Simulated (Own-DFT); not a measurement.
# Biaxial strain at fixed height in wurtzite AlGaN with randomly placed atoms, 96 atoms (Al12Ga36N48)

The numbers are computed, not measured, by runs of the plane-wave DFT program Own-DFT (in-house, retired, unreviewed) at fixed positions, with no spin and no spin-orbit coupling.

Method: PBE; PseudoDojo norm-conserving scalar-relativistic files (stringent for Ga); cutoff 96 hartree; 3 x 4 x 3 k mesh centred on Gamma; Gaussian smearing of 0.01 eV.

Known weak points: k mesh not checked against a denser one; stress not checked against mesh or cutoff.

Unstrained cell vectors in Å: (12.679, 0.000, 0.000); (-4.755, 8.235, 0.000); (0.000, 0.000, 10.268). The unstrained cell has measured lattice constants (interpolated for alloys), not those of this functional. That, the random moves and any unrelaxed bonds set the pressure at no strain. Each run strains x and y alike by e, as a substrate would, and holds the height along z. Random moves of width 0.05 Å per axis were added to every atom. The random placing of the alloy's atoms differs from row to row. Stress is positive in tension.

```
e (%),u (Å),(s_xx + s_yy)/2 (GPa),s_zz (GPa)
-3.00,0.052,-27.92,-10.93
-2.50,0.048,-22.55,-10.16
-2.00,0.055,-19.90,-10.55
-1.50,0.052,-16.73,-7.71
-1.00,0.052,-13.01,-9.08
-0.50,0.050,-8.86,-9.49
-0.25,0.048,-8.02,-8.00
1.25,0.048,?,?
2.50,0.049,4.93,-3.73
3.00,0.048,7.22,-3.04
```

## Worked fit

With e as a fraction, the in-plane stress is -6.6 + 575 e - 4120 e² GPa (errors 10 and 608, scatter 0.60), and s_zz is -7.3 + 131 e GPa (slope ± 16, scatter 0.92). At e = 0 the first slope is C11 + C12 and the second 2 C13, both with the ions held to the strained lattice and at the cell's own pressure. The term in e² is negative: the layer stiffens under compression and softens under tension. A free layer would change its height as e changes, and the in-plane slope would drop by 2 C13²/C33 to the biaxial modulus. At fixed height, a misfit of 1 % moves the in-plane stress by about 5.8 GPa and s_zz by 1.3 GPa.

## The run left out

Asked: what are the two stresses at e = 1.25 %?

From the fit: 0.0 and -5.7 GPa. The hidden result is -0.68 and -5.20 GPa.
